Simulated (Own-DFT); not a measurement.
# Cleaving wurtzite AlN, m plane (10-10)

The numbers are computed, not measured, by runs of the plane-wave DFT program Own-DFT (in-house, retired, unreviewed) at fixed positions, with no spin and no spin-orbit coupling.

Known weak points (not all hold for every row): some atoms lie very close together; k mesh not checked against a denser one.

Both sets of runs: PBE; PseudoDojo norm-conserving scalar-relativistic files; cutoff 42 hartree; Gaussian smearing of 0.01 eV. The slab has 128 atoms in 16 layers, two equal faces of 62.02 Å² as cut, 15 Å of vacuum, a dipole correction along the normal and a 6 x 3 x 1 mesh. The bulk cell has 72 atoms, the same measured lattice constants and a 4 x 4 x 3 mesh. In the slab only the 32 atoms nearest the faces were moved at random; u is their rms move along one axis. Energies are counted from -174.06 eV for each atom.

| slab run | u (Å) | E (eV, cell) |
|---|---|---|
| 1 | 0.0439 | 20.617 |
| 2 | 0.0472 | 20.944 |
| 3 | 0.0475 | 20.816 |
| 4 | 0.0483 | 20.763 |
| 5 | 0.0504 | 21.236 |
| 6 | 0.0558 | 21.931 |
| 7 | 0.0560 | 21.062 |
| 8 | 0.0942 | 29.615 |
| 9 | 0.0958 | 27.668 |
| 10 | 0.0972 | 30.134 |
| 11 | 0.0993 | 26.202 |
| 12 | 0.1043 | 27.970 |

| bulk run | u (Å) | E (meV/atom) |
|---|---|---|
| 1 | 0.0192 | -3.27 |
| 2 | 0.0194 | -2.92 |
| 3 | 0.0196 | -2.62 |
| 4 | 0.0199 | -2.29 |
| 5 | 0.0919 | 251.75 |
| 6 | 0.0949 | 284.83 |
| 7 | 0.0958 | 296.65 |
| 8 | 0.1021 | 331.01 |
| 9 | 0.1029 | 361.26 |
| 10 | 0.1036 | 341.55 |

The question: what is the energy of the unrelaxed surface?

## Solution

Take each set to u = 0 with E = a + b u². Rows are weighted down as u grows, with residuals divided by u² + 0.0006 Å². Slab: a = 18.58 ± 0.30 eV. Bulk: a = -15.6 ± 0.5 meV/atom. The excess is 18.58 - 128 x (-0.0156) = 20.57 ± 0.31 eV. Over two faces that is 166 meV/Å², or 2.66 ± 0.04 J/m². Relaxing the faces would lower the energy, and the unlike meshes and the reach from the smallest u down to zero add errors that aren't counted here.
